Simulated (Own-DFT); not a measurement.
# Strain and stress in bcc W, 16 atoms (W16)

All numbers below are calculated, not measured. They come from Own-DFT, an in-house plane-wave density functional program, since retired, whose code no person has reviewed. Each row is one single-point run on a periodic cell that was not relaxed, without spin or spin-orbit coupling.

Settings of every run: PBE; PseudoDojo norm-conserving scalar-relativistic files; cutoff 50 hartree; 5 x 5 x 5 k mesh centred on Gamma; cold (Marzari-Vanderbilt) smearing of 0.2 eV.

Known limits: forces on such cells failed a check on a denser k mesh; stress not checked against mesh or cutoff.

Unstrained cell vectors in Å: (6.330, 0.000, 0.000); (0.000, 6.330, 0.000); (0.000, 0.000, 6.330). The unstrained cell has measured lattice constants (interpolated for alloys), not those of this functional. That, the random moves and any unrelaxed bonds set the pressure at no strain. Each run strains this cell uniformly, with the atoms carried along. Every atom was also moved at random, by a Gaussian of width 0.05 Å on each axis. Strain is the symmetric tensor, in per cent. Stress is positive in tension, and the pressure is minus a third of its trace.

```
run  e_xx (%)  e_yy (%)  e_zz (%)  e_yz (%)  e_xz (%)  e_xy (%)  s_xx (GPa)  s_yy (GPa)  s_zz (GPa)  s_yz (GPa)  s_xz (GPa)  s_xy (GPa)  P (GPa)  E (meV/atom)
  1      1.12     -0.72      1.59     -0.85      0.83      1.19       -0.23       -6.23        0.59       -2.81        2.63        3.48     1.96          16.4
  2      1.61     -1.67     -1.06     -0.91     -1.52     -0.94       -5.71      -16.44      -14.44       -3.19       -5.16       -3.45    12.20          42.8
  3      0.73      0.40     -1.02     -0.35      0.76     -0.60       -4.75       -6.06      -10.43       -1.10        1.97       -2.04     7.08           0.0
  4      1.28      1.97      0.48      1.50      1.43      0.62        3.91        5.39        1.47        3.90        3.64        1.55    -3.59          11.0
  5      1.27     -1.93      0.09      1.00     -1.57      1.57       -5.02      -15.74       -8.98        3.83       -5.29        5.30     9.91          27.6
  6     -0.45     -1.50      1.02      1.12     -0.76      1.47      -12.42      -15.60       -7.40        3.97       -2.76        4.81    11.81          46.1
  7      0.90     -0.24     -0.93     -1.18     -0.38     -0.61       -5.42       -8.98      -11.52       -3.80       -1.57       -2.13     8.64          12.8
  8     -0.80      0.81      0.00      0.34      1.57     -1.65      -10.73       -5.67       -8.17        1.44        4.69       -5.16     8.19          38.0
  9     -1.02      0.38     -0.06     -0.06     -0.50      0.60      -12.80       -8.48       -9.94        0.32       -1.89        2.03    10.41          22.8
 10     -1.62     -1.27      1.29     -1.06      1.77      0.00      -17.26      -15.80       -8.04       -3.48        5.92        0.48    13.70          40.9
 11     -0.09      0.19      0.32      0.49     -1.50      0.58       -7.32       -6.02       -6.19        1.58       -4.85        1.84     6.51          19.3
 12      1.76      0.80      0.70     -1.89     -0.07     -1.35        3.20        0.37        0.15       -5.47       -1.08       -4.06    -1.24          41.4
 13     -0.06     -1.15     -1.49      1.14      0.43      0.46      -14.82      -19.67      -19.92        3.90        1.68        1.20    18.13          80.3
 14     -0.03     -0.57      0.89     -1.34     -1.76     -1.98       -7.59       -9.55       -5.11       -4.70       -5.71       -6.46     7.42          31.8
 15     -0.18     -0.92      1.81     -1.76     -0.06      1.37           ?           ?           ?           ?           ?           ?        ?             ?
```

E is the free energy for each atom above the lowest run shown.

## Worked fit

Each stress component was fitted by least squares to a constant and the strains of the runs shown, as fractions, with shears doubled. Shear strains stay in the fit of a normal stress only where such slopes are resolved. The slopes, in GPa:

| stress | at no strain | per e_xx | per e_yy | per e_zz | scatter |
|---|---|---|---|---|---|
| s_xx | -8.2 | 532 ± 16 | 222 ± 15 | 198 ± 17 | 0.59 |
| s_yy | -8.4 | 208 ± 21 | 543 ± 19 | 221 ± 23 | 0.77 |
| s_zz | -8.4 | 214 ± 14 | 230 ± 13 | 522 ± 15 | 0.52 |

Each shear stress against twice its own strain: yz 155 ± 10, xz 161 ± 3, xy 161 ± 6 GPa. These are stiffnesses along x, y and z of the frame in which the cell vectors are given, which need not be the crystal's axes. The atoms are held to the strained lattice; where symmetry lets them move under strain, relaxing them would lower some slopes. The table should be nearly symmetric about its diagonal, and what it lacks of that shows the noise. A ninth of its sum, 321 ± 9 GPa, estimates the bulk modulus near the mean pressure of these runs, 7.9 GPa, so it lies above the value at zero pressure.

## Withheld run

Question: what normal stresses and pressure should run 15 give?

The fit gives s_xx = -7.7, s_yy = -9.8, s_zz = -1.4 and P = 6.3 GPa. The calculation gave -6.89, -9.32, -0.56 and P = 5.59 GPa.
